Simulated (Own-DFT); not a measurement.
# Reading a pressure off an energy slope: monoclinic HfO2, 94 atoms (Hf32O62), with two O vacancies

These are calculations. Each geometry was run twice at fixed positions with Own-DFT, a retired in-house plane-wave program that no person has reviewed: with PBE, and with HSE06 (exact exchange share 0.25 at short range, screening 0.11 per bohr, Gygi-Baldereschi treatment of its divergence). Both used PseudoDojo norm-conserving files made for PBE, a cutoff of 48 hartree, the Gamma point alone, fixed occupations, a neutral cell and no spin. With Gamma alone and a thickness of 10.1 Å, finite-size errors remain in every number. The hafnium file keeps the 4f electrons in the core, and its forces lie about 75 meV/Å off all-electron values. The oxygen file's force components were 24 meV/Å off all-electron values in a glass.

Unstrained cell vectors in Å: (10.234, 0.000, 0.000); (0.000, 10.350, 0.000); (-1.695, 0.000, 10.445), volume V0 = 1106.4 Å³, from measured lattice constants. Each geometry has its own random strain of a few per cent, its own defect sites and random moves of rms u per axis. HSE06 gave the energy alone. D is its energy less that of PBE, over the lowest D shown. The PBE stress wasn't checked against mesh or cutoff.

| run | V - V0 (Å³) | u (Å) | P with PBE (GPa) | D (eV) |
|---|---|---|---|---|
| 1 | -17.2 | 0.0289 | 7.46 | 0.969 |
| 2 | -12.3 | 0.0479 | 6.56 | 1.229 |
| 3 | 6.2 | 0.0304 | 2.88 | 1.462 |
| 4 | -31.1 | 0.0305 | 11.36 | 0.524 |
| 5 | 7.4 | 0.0519 | 3.28 | 1.742 |
| 6 | 4.4 | 0.0509 | 3.04 | 1.637 |
| 7 | -42.5 | 0.0308 | 14.46 | 0.293 |
| 8 | -36.5 | 0.0293 | 12.84 | 0.430 |
| 9 | -54.5 | 0.0309 | 19.04 | 0.000 |
| 10 | 20.2 | 0.0519 | 1.45 | 2.024 |
| 11 | -19.0 | 0.0296 | 8.30 | 0.745 |
| 12 | -36.1 | 0.0288 | 12.09 | 0.418 |
| 13 | -17.4 | 0.0305 | 7.73 | ? |

## Working it out

D = 1.17 + 0.0240 (V - V0) + 144 u² eV, with an error of 0.0009 on the volume slope, 25 on the last term and a scatter of 0.05 eV. Pressure is -dE/dV, and 1 eV/Å³ is 160.2 GPa, so HSE06 changes the pressure by -3.8 ± 0.1 GPa. With the ions held to the strained lattice, the PBE pressure falls by 274 ± 20 GPa per unit of volume strain; the shape of the strain isn't fitted, so the true error is larger, and a relaxed crystal would be softer. On that slope HSE06's volume at a given pressure is about 1.4 % smaller, or 0.5 % in lengths. At u = 0 and V0 the PBE pressure is 3.3 GPa, which puts the zero-pressure volume, against the measured cell and with the defects in, at +1.2 % for PBE and -0.2 % for HSE06, each good to a few tenths of a per cent.

## The run left out

Q: what D should run 13 give?

Estimate: 0.89 eV, with rows scattering by 0.05. The hidden result is 0.904 eV.
